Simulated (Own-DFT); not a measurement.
## Calculated data, GaN (wurtzite, atoms displaced)

A calculation, not a measurement: plane-wave PBE density functional theory by an unreviewed code, no spin, of a simulated periodic cell, stress positive in tension, free energy of the whole cell less one offset for each atom, forces on such cells passed a denser k mesh, this cell's mesh not checked; offsets are fitted by least squares, one for each functional and potential file, so energies compare only between cells with the same atoms and settings and are not formation energies; the far tail of each file's local potential was reset to the Coulomb form; each entry is a single point on an unrelaxed cell, so the pressure reflects the starting lattice, mostly measured values (interpolated for alloys), from which strain is counted, and rises with the displacements; printed positions are rounded, which can move forces by about a meV/angstrom; the program, named Own-DFT, is a retired in-house code; no spin-orbit coupling. Program: Own-DFT development build.

Common to all runs: functional PBE; potential files PseudoDojo norm-conserving, scalar-relativistic, standard set with the stringent files for Ga; wave cutoff 96 hartree; occupations Gaussian; smearing width 0.01 eV; k mesh 3 x 4 x 3 centred on Gamma.

(1) 
```cif
# cell vector a (Å): 12.7560 0.0000 0.0000
# cell vector b (Å): -4.7835 8.2853 0.0000
# cell vector c (Å): 0.0000 0.0000 10.3700
data_GaN
_symmetry_space_group_name_H-M 'P 1'
_symmetry_Int_Tables_number 1
_cell_length_a 12.7560
_cell_length_b 9.5670
_cell_length_c 10.3700
_cell_angle_alpha 90.000
_cell_angle_beta 90.000
_cell_angle_gamma 120.000
_cell_volume 1095.98
loop_
_atom_site_label
_atom_site_type_symbol
_atom_site_fract_x
_atom_site_fract_y
_atom_site_fract_z
_atom_site_occupancy
Ga1 Ga 0.08457 0.22241 0.00164 1
Ga2 Ga 0.16588 0.10912 0.25048 1
N1 N 0.08327 0.22259 0.18905 1
N2 N 0.16545 0.10880 0.44064 1
Ga3 Ga 0.08409 0.22284 0.49504 1
Ga4 Ga 0.16719 0.11053 0.75274 1
N3 N 0.08174 0.21976 0.68808 1
N4 N 0.16609 0.11138 0.93662 1
Ga5 Ga 0.08362 0.55618 0.99948 1
Ga6 Ga 0.16576 0.44596 0.24761 1
N5 N 0.08523 0.55853 0.19210 1
N6 N 0.16841 0.44269 0.44135 1
Ga7 Ga 0.08163 0.55508 0.50122 1
Ga8 Ga 0.16944 0.44853 0.75174 1
N7 N 0.08344 0.55729 0.68877 1
N8 N 0.16870 0.44771 0.93845 1
Ga9 Ga 0.08101 0.88903 0.00044 1
Ga10 Ga 0.16689 0.77570 0.25027 1
N9 N 0.08299 0.88908 0.18618 1
N10 N 0.16636 0.77739 0.43901 1
Ga11 Ga 0.08357 0.88907 0.50160 1
Ga12 Ga 0.16786 0.77703 0.75184 1
N11 N 0.08572 0.89174 0.68869 1
N12 N 0.16844 0.78070 0.93805 1
Ga13 Ga 0.33278 0.22012 0.00094 1
Ga14 Ga 0.41721 0.10787 0.24696 1
N13 N 0.33195 0.22311 0.19114 1
N14 N 0.41733 0.10981 0.43414 1
Ga15 Ga 0.33323 0.22037 0.50026 1
Ga16 Ga 0.41377 0.10837 0.75143 1
N15 N 0.33413 0.22756 0.68955 1
N16 N 0.41445 0.10991 0.93832 1
Ga17 Ga 0.33414 0.55644 0.99899 1
Ga18 Ga 0.41544 0.44723 0.25099 1
N17 N 0.33123 0.55434 0.18688 1
N18 N 0.41621 0.44319 0.43954 1
Ga19 Ga 0.33449 0.55443 0.50198 1
Ga20 Ga 0.41447 0.44219 0.74804 1
N19 N 0.33446 0.55340 0.69078 1
N20 N 0.41557 0.44161 0.94010 1
Ga21 Ga 0.33398 0.89157 0.00037 1
Ga22 Ga 0.41459 0.77796 0.24825 1
N21 N 0.33268 0.88717 0.18740 1
N22 N 0.41538 0.77831 0.44018 1
Ga23 Ga 0.33500 0.88949 0.49789 1
Ga24 Ga 0.42029 0.78049 0.75291 1
N23 N 0.33198 0.88703 0.69006 1
N24 N 0.41373 0.77077 0.94010 1
Ga25 Ga 0.58130 0.22089 0.99974 1
Ga26 Ga 0.66326 0.10791 0.24839 1
N25 N 0.58127 0.21783 0.18690 1
N26 N 0.66488 0.10721 0.43794 1
Ga27 Ga 0.58397 0.22280 0.49959 1
Ga28 Ga 0.66737 0.11203 0.74875 1
N27 N 0.58274 0.21851 0.68770 1
N28 N 0.66419 0.11132 0.94045 1
Ga29 Ga 0.58460 0.55481 0.99580 1
Ga30 Ga 0.66834 0.44309 0.25297 1
N29 N 0.58340 0.55355 0.18813 1
N30 N 0.66822 0.44768 0.43910 1
Ga31 Ga 0.58059 0.55532 0.50133 1
Ga32 Ga 0.66592 0.44574 0.74866 1
N31 N 0.58084 0.55226 0.68866 1
N32 N 0.66450 0.44478 0.94098 1
Ga33 Ga 0.58202 0.88739 0.99827 1
Ga34 Ga 0.66564 0.77566 0.24650 1
N33 N 0.58496 0.89057 0.19440 1
N34 N 0.66305 0.77644 0.43952 1
Ga35 Ga 0.58424 0.88921 0.50094 1
Ga36 Ga 0.66694 0.77628 0.75132 1
N35 N 0.58120 0.89076 0.68536 1
N36 N 0.66639 0.77659 0.93671 1
Ga37 Ga 0.83080 0.22023 0.00066 1
Ga38 Ga 0.91605 0.11169 0.25067 1
N37 N 0.83557 0.22152 0.18761 1
N38 N 0.91604 0.11140 0.44044 1
Ga39 Ga 0.83004 0.22198 0.49772 1
Ga40 Ga 0.91651 0.10636 0.74937 1
N39 N 0.83415 0.22698 0.68905 1
N40 N 0.91621 0.10861 0.93969 1
Ga41 Ga 0.83219 0.55597 0.00313 1
Ga42 Ga 0.91566 0.44272 0.24740 1
N41 N 0.83238 0.55183 0.18677 1
N42 N 0.91723 0.44507 0.43841 1
Ga43 Ga 0.83254 0.55594 0.50304 1
Ga44 Ga 0.91768 0.44630 0.74937 1
N43 N 0.83525 0.55825 0.68254 1
N44 N 0.91523 0.44236 0.93582 1
Ga45 Ga 0.83590 0.88879 0.00149 1
Ga46 Ga 0.91386 0.77412 0.24679 1
N45 N 0.83407 0.89337 0.18722 1
N46 N 0.91789 0.78195 0.43950 1
Ga47 Ga 0.83161 0.88926 0.49947 1
Ga48 Ga 0.91865 0.77833 0.75215 1
N47 N 0.83562 0.89018 0.68879 1
N48 N 0.92087 0.78032 0.94030 1
_calc_free_energy_of_cell_above_offsets '-10.368'  # eV
_calc_pressure 5.42  # GPa
_calc_stress_xx -4.99  # GPa
_calc_stress_yy -5.62  # GPa
_calc_stress_zz -5.64  # GPa
_calc_stress_yz -0.1  # GPa
_calc_stress_xz 0  # GPa
_calc_stress_xy 0.02  # GPa
```

Force:
```
element  x (eV/Å)  y (eV/Å)  z (eV/Å)
     Ga    -0.316     0.166    -0.356
     Ga    -0.062     0.105     0.232
      N     0.007    -0.031      0.11
      N     0.305     0.201    -0.461
     Ga    -0.136    -0.264     1.036
     Ga    -0.394     0.374    -0.753
      N     0.274     0.528    -0.007
      N     0.169    -0.057     0.706
     Ga    -0.119      0.09     0.084
     Ga     0.369    -0.314     0.764
      N    -0.465    -0.517    -0.859
      N    -0.479     0.548    -0.644
     Ga     0.557    -0.037    -0.165
     Ga    -0.341    -0.842    -0.477
      N     0.222    -0.099     0.112
      N    -0.256    -0.419     0.274
     Ga     1.115     0.414    -0.033
     Ga    -0.467     0.614     0.245
      N     0.021    -0.349     0.424
      N     0.084     0.068    -0.082
     Ga     -0.03    -0.111    -0.104
     Ga    -0.368     0.163    -0.308
      N     0.027    -0.463     0.297
      N    -0.259    -0.268     0.387
     Ga    -0.422     0.303     0.269
     Ga    -0.749     0.417      0.27
      N     0.443    -0.194    -0.315
      N    -0.088     0.257     0.525
     Ga    -0.058    -0.083    -0.127
     Ga     0.128     0.326     -0.49
      N     0.382     -1.21    -0.307
      N     0.352     0.127     0.102
     Ga     0.175     -0.85     0.268
     Ga     0.378    -0.304    -0.155
      N      0.16     0.379     0.185
      N    -0.031    -0.046     -0.13
     Ga    -0.349      0.24    -0.026
     Ga     0.254     0.354     0.884
      N    -0.323      0.77    -0.189
      N     0.096     0.193    -0.343
     Ga     0.057    -0.636    -0.161
     Ga     0.524    -0.294     0.549
      N    -0.134     0.118    -0.077
      N      0.48     -0.34    -0.424
     Ga    -0.431    -0.107     0.518
     Ga    -0.635    -0.514    -0.443
      N     0.392     0.187    -0.258
      N     0.065     1.401    -0.119
     Ga    -0.066     0.214     -0.07
     Ga     0.656     0.571     0.349
      N     0.162     0.637     0.128
      N    -0.205     0.579    -0.217
     Ga    -0.104    -0.138    -0.077
     Ga      0.18     0.078     0.221
      N    -0.528     0.544      0.21
      N     0.213    -0.316    -0.407
     Ga    -0.897    -0.011     0.789
     Ga    -0.668    -0.196    -0.387
      N     0.034      0.01    -0.127
      N    -0.194    -0.395     0.121
     Ga     0.388     0.057    -0.249
     Ga     0.475    -0.404     0.096
      N     0.122     0.481     0.085
      N     0.878    -0.228    -0.739
     Ga     0.104     0.014     0.597
     Ga     0.155     0.011     0.631
      N    -0.419    -0.724    -1.281
      N     0.609    -0.023    -0.323
     Ga    -0.542    -0.263    -0.447
     Ga    -0.171     0.274    -0.662
      N      0.95    -0.172     0.838
      N     0.147     0.289     0.418
     Ga     0.466     0.019    -0.344
     Ga     0.333     0.056     0.266
      N    -0.866     0.047     0.129
      N    -0.232     0.033    -0.421
     Ga     0.534      0.14     0.433
     Ga    -0.309      1.07     0.148
      N      0.22    -0.761    -0.193
      N     -0.12     0.304     -0.13
     Ga     0.305    -0.253    -0.928
     Ga     0.392     0.067     0.585
      N    -0.121     0.232     0.398
      N    -0.414    -0.085    -0.321
     Ga     0.349     0.455    -1.261
     Ga    -0.072    -0.058    -0.117
      N     -0.34    -0.131     1.773
      N     -0.12     0.351     0.667
     Ga      -0.5     0.119    -0.352
     Ga     0.219      0.61     0.741
      N     0.145    -0.826     0.257
      N    -0.135    -0.599    -0.508
     Ga     0.151    -0.113     0.009
     Ga     0.061     0.092    -0.475
      N    -0.425    -0.793    -0.012
      N    -0.923    -0.854    -0.269
```

(2) 
```cif
# cell vector a (Å): 12.7560 0.0000 0.0000
# cell vector b (Å): -4.7835 8.2853 0.0000
# cell vector c (Å): 0.0000 0.0000 10.3700
data_GaN
_symmetry_space_group_name_H-M 'P 1'
_symmetry_Int_Tables_number 1
_cell_length_a 12.7560
_cell_length_b 9.5670
_cell_length_c 10.3700
_cell_angle_alpha 90.000
_cell_angle_beta 90.000
_cell_angle_gamma 120.000
_cell_volume 1095.98
loop_
_atom_site_label
_atom_site_type_symbol
_atom_site_fract_x
_atom_site_fract_y
_atom_site_fract_z
_atom_site_occupancy
Ga1 Ga 0.08690 0.22751 0.99855 1
Ga2 Ga 0.16705 0.11401 0.25212 1
N1 N 0.08457 0.22425 0.18833 1
N2 N 0.16322 0.11015 0.43795 1
Ga3 Ga 0.07846 0.22000 0.49903 1
Ga4 Ga 0.16961 0.11255 0.75037 1
N3 N 0.08088 0.21936 0.69063 1
N4 N 0.17023 0.11260 0.94133 1
Ga5 Ga 0.08306 0.55609 0.00008 1
Ga6 Ga 0.16929 0.44752 0.25065 1
N5 N 0.08440 0.56038 0.19106 1
N6 N 0.16862 0.44756 0.43364 1
Ga7 Ga 0.08286 0.55808 0.50076 1
Ga8 Ga 0.16876 0.44578 0.74976 1
N7 N 0.08463 0.55717 0.69095 1
N8 N 0.16688 0.44015 0.93898 1
Ga9 Ga 0.08015 0.88709 0.99766 1
Ga10 Ga 0.16604 0.77922 0.25014 1
N9 N 0.08419 0.88855 0.18465 1
N10 N 0.16756 0.77415 0.43890 1
Ga11 Ga 0.08295 0.88644 0.49786 1
Ga12 Ga 0.16883 0.78004 0.74850 1
N11 N 0.08339 0.89017 0.69590 1
N12 N 0.16720 0.78012 0.93902 1
Ga13 Ga 0.33457 0.22299 0.00132 1
Ga14 Ga 0.41907 0.11260 0.25338 1
N13 N 0.33413 0.22142 0.18788 1
N14 N 0.41892 0.11397 0.43836 1
Ga15 Ga 0.33333 0.22493 0.50102 1
Ga16 Ga 0.41586 0.11137 0.74780 1
N15 N 0.33171 0.22372 0.69026 1
N16 N 0.41806 0.11590 0.93834 1
Ga17 Ga 0.33195 0.55269 0.00100 1
Ga18 Ga 0.41726 0.44429 0.24770 1
N17 N 0.33341 0.55394 0.18403 1
N18 N 0.41304 0.44443 0.44273 1
Ga19 Ga 0.33158 0.55672 0.50045 1
Ga20 Ga 0.41447 0.44231 0.74976 1
N19 N 0.33518 0.55700 0.68684 1
N20 N 0.41717 0.44676 0.93955 1
Ga21 Ga 0.33093 0.88696 0.00377 1
Ga22 Ga 0.42072 0.78358 0.24888 1
N21 N 0.32939 0.88799 0.18953 1
N22 N 0.41890 0.77814 0.43986 1
Ga23 Ga 0.33165 0.88941 0.50163 1
Ga24 Ga 0.41864 0.77902 0.74914 1
N23 N 0.33236 0.89143 0.68969 1
N24 N 0.41636 0.77854 0.93600 1
Ga25 Ga 0.58143 0.22033 0.00230 1
Ga26 Ga 0.66929 0.11128 0.24935 1
N25 N 0.58483 0.21786 0.19446 1
N26 N 0.66754 0.11351 0.43603 1
Ga27 Ga 0.58398 0.22075 0.50138 1
Ga28 Ga 0.66628 0.10915 0.75504 1
N27 N 0.58176 0.22117 0.68659 1
N28 N 0.66457 0.10678 0.93707 1
Ga29 Ga 0.58454 0.55509 0.99941 1
Ga30 Ga 0.66616 0.44475 0.25076 1
N29 N 0.58324 0.55510 0.18677 1
N30 N 0.66550 0.44394 0.43810 1
Ga31 Ga 0.58189 0.55473 0.49837 1
Ga32 Ga 0.66591 0.44435 0.74580 1
N31 N 0.58365 0.55652 0.68822 1
N32 N 0.66608 0.44508 0.93851 1
Ga33 Ga 0.58456 0.89050 0.99926 1
Ga34 Ga 0.66316 0.77701 0.24835 1
N33 N 0.58150 0.88861 0.19231 1
N34 N 0.66801 0.77479 0.44093 1
Ga35 Ga 0.58331 0.88917 0.50228 1
Ga36 Ga 0.66756 0.78000 0.75163 1
N35 N 0.58353 0.89116 0.68985 1
N36 N 0.66745 0.77891 0.93601 1
Ga37 Ga 0.83252 0.22027 0.99929 1
Ga38 Ga 0.91802 0.11411 0.24986 1
N37 N 0.83257 0.22388 0.18978 1
N38 N 0.91799 0.10800 0.43911 1
Ga39 Ga 0.83580 0.22804 0.49845 1
Ga40 Ga 0.91386 0.10822 0.75121 1
N39 N 0.83167 0.22051 0.68971 1
N40 N 0.91742 0.10987 0.93613 1
Ga41 Ga 0.83159 0.55274 0.00289 1
Ga42 Ga 0.91761 0.45071 0.25048 1
N41 N 0.82934 0.55119 0.19144 1
N42 N 0.91905 0.44365 0.43591 1
Ga43 Ga 0.83230 0.55522 0.50116 1
Ga44 Ga 0.91802 0.44446 0.75141 1
N43 N 0.83508 0.55536 0.68476 1
N44 N 0.91891 0.44546 0.93806 1
Ga45 Ga 0.83331 0.89171 0.99849 1
Ga46 Ga 0.91655 0.77931 0.24819 1
N45 N 0.82887 0.88347 0.19021 1
N46 N 0.92002 0.78290 0.43996 1
Ga47 Ga 0.83151 0.88564 0.49813 1
Ga48 Ga 0.91814 0.77893 0.75308 1
N47 N 0.83359 0.88714 0.68506 1
N48 N 0.91767 0.77732 0.93780 1
_calc_free_energy_of_cell_above_offsets '-10.230'  # eV
_calc_pressure 5.46  # GPa
_calc_stress_xx -5.64  # GPa
_calc_stress_yy -4.9  # GPa
_calc_stress_zz -5.85  # GPa
_calc_stress_yz 0.2  # GPa
_calc_stress_xz -0.12  # GPa
_calc_stress_xy -0.79  # GPa
```

Force:
```
element  x (eV/Å)  y (eV/Å)  z (eV/Å)
     Ga     0.073    -1.259     0.307
     Ga     0.198    -0.385    -0.563
      N    -0.222     0.014    -0.126
      N     0.657     0.077     0.382
     Ga     0.853     0.634     0.491
     Ga     -0.84    -0.147     0.455
      N     0.198     0.444    -0.331
      N    -0.594    -0.114    -0.371
     Ga     0.436     0.235     0.178
     Ga    -0.314    -0.016    -0.517
      N     0.099    -0.618    -0.548
      N    -0.483    -0.414     1.118
     Ga     0.575    -0.628     0.102
     Ga     -0.13    -0.368    -0.047
      N     0.073     -0.13    -0.401
      N    -0.517     1.168    -0.325
     Ga     0.711     0.572     0.128
     Ga    -0.083     0.032      0.06
      N    -0.554     0.219     0.644
      N    -0.507     0.725    -0.038
     Ga      0.16      0.47     0.856
     Ga    -0.401     -0.17      0.66
      N     0.311    -0.081    -1.235
      N     0.058    -0.447    -0.182
     Ga    -0.036     0.143    -0.091
     Ga    -0.378     -0.25    -0.448
      N     0.046     0.079     0.497
      N    -0.508    -0.332     0.532
     Ga    -0.191    -0.463     -0.15
     Ga     0.032     0.292     0.545
      N     0.569     -0.15    -0.494
      N     0.185    -0.757    -0.045
     Ga     0.148     0.588    -0.592
     Ga    -0.257    -0.122     0.491
      N     0.058     0.625     0.946
      N     0.548     0.153    -0.955
     Ga     0.108     0.034    -0.168
     Ga     0.429     0.605      0.26
      N    -0.343     0.017     0.316
      N     0.213    -0.204    -0.257
     Ga     0.211     0.484    -0.672
     Ga    -1.093    -0.994     0.403
      N     0.905     0.352     0.271
      N    -0.542     0.236    -0.226
     Ga     0.632     0.156    -0.259
     Ga    -0.467    -0.053     0.092
      N     0.593    -0.222    -0.331
      N     0.016    -0.081     0.597
     Ga     0.142      0.22     0.072
     Ga    -0.119    -0.074     0.437
      N    -0.544     0.578    -0.975
      N     0.412    -0.333     0.532
     Ga     0.014       0.2    -0.372
     Ga    -0.314     0.458    -1.149
      N     0.345    -0.043     0.511
      N      0.03     0.802     0.874
     Ga    -0.409     0.177    -0.226
     Ga    -0.234    -0.428     0.154
      N    -0.022    -0.014     0.223
      N     0.144     0.008     0.158
     Ga    -0.069    -0.151     0.409
     Ga     0.206     0.071     0.405
      N    -0.256    -0.047      0.04
      N     0.468    -0.367    -0.206
     Ga    -0.344    -0.788     0.251
     Ga     0.455    -0.217     0.647
      N     0.618      0.38    -1.054
      N    -0.865     0.287    -0.671
     Ga     0.434     0.247    -0.284
     Ga     0.148    -0.315    -0.742
      N     0.241    -0.147     -0.11
      N    -0.061    -0.039     0.677
     Ga     0.162     0.233     0.139
     Ga    -0.003    -0.402    -0.021
      N     0.561      0.17    -0.467
      N    -1.167     0.204    -0.362
     Ga     0.043    -1.084     0.311
     Ga     0.311     0.058    -0.631
      N     0.035     0.276    -0.189
      N    -0.135      0.36     0.649
     Ga     0.082     0.212    -0.367
     Ga     0.461    -0.623    -0.214
      N      0.26     0.785     -0.41
      N    -0.586     0.609     0.434
     Ga     0.201      0.24    -0.656
     Ga    -0.191    -0.076    -0.304
      N    -0.143     0.003     0.863
      N    -0.522    -0.341     0.335
     Ga      0.34    -0.481     0.389
     Ga     0.222    -0.096     0.302
      N      0.12     0.877    -0.483
      N    -0.158    -1.038    -0.574
     Ga     0.286     0.344     0.264
     Ga    -0.304    -0.279    -0.691
      N    -0.158      0.01     0.626
      N    -0.777    -0.374     0.495
```
